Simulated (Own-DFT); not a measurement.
# Which arrangement is lower? C36Si36, 72 atoms

Everything here is calculated. The program is Own-DFT (plane waves, in-house, since retired, never reviewed by a person); positions were held fixed, and spin and spin-orbit coupling were off.

Settings: PBE; PseudoDojo norm-conserving scalar-relativistic files; cutoff 42 hartree; 4 x 4 x 3 k mesh centred on Gamma; Fermi-Dirac smearing of 0.1 eV.

Limits: forces on such cells passed a denser k mesh, each cell not checked; stress not checked against mesh or cutoff.

All cells hold the same atoms in the same cell, with vectors in Å (9.248, 0.000, 0.000); (-4.624, 8.009, 0.000); (0.000, 0.000, 10.068). Every atom was moved at random from its ideal site; u is the rms move along one axis. E is the free energy of the whole cell, counted from the lowest run. The arrangements:

- A: 2H SiC
- B: 4H SiC

| arrangement | u (Å) | E (eV) | P (GPa) |
|---|---|---|---|
| A | 0.0278 | 0.183 | 3.80 |
| A | 0.0302 | 0.563 | 3.93 |
| A | 0.0324 | 0.667 | 3.92 |
| A | 0.0613 | 7.619 | 5.92 |
| A | 0.0613 | 8.451 | 6.39 |
| A | 0.0620 | 8.661 | 6.68 |
| B | 0.0288 | 0.021 | 3.65 |
| B | 0.0293 | 0.000 | 3.70 |
| B | 0.0329 | 0.732 | 4.00 |
| B | 0.0558 | 6.282 | 5.72 |
| B | 0.0606 | 7.403 | 6.04 |
| B | 0.0610 | 7.741 | 6.14 |

Asked: once the cost of the random moves is taken out, how do the arrangements rank?

## Working it out

Fit E = a + b u², with one b for all and one a for each arrangement, and with residuals divided by u², since the noise grows with the moves. Then b = 2678 eV/Å², the scatter at u = 0.04 Å is 0.16 eV, and against A:

- B: -0.29 ± 0.07 eV (lower)

The cells share one lattice and weren't relaxed, which can shift such small differences either way.
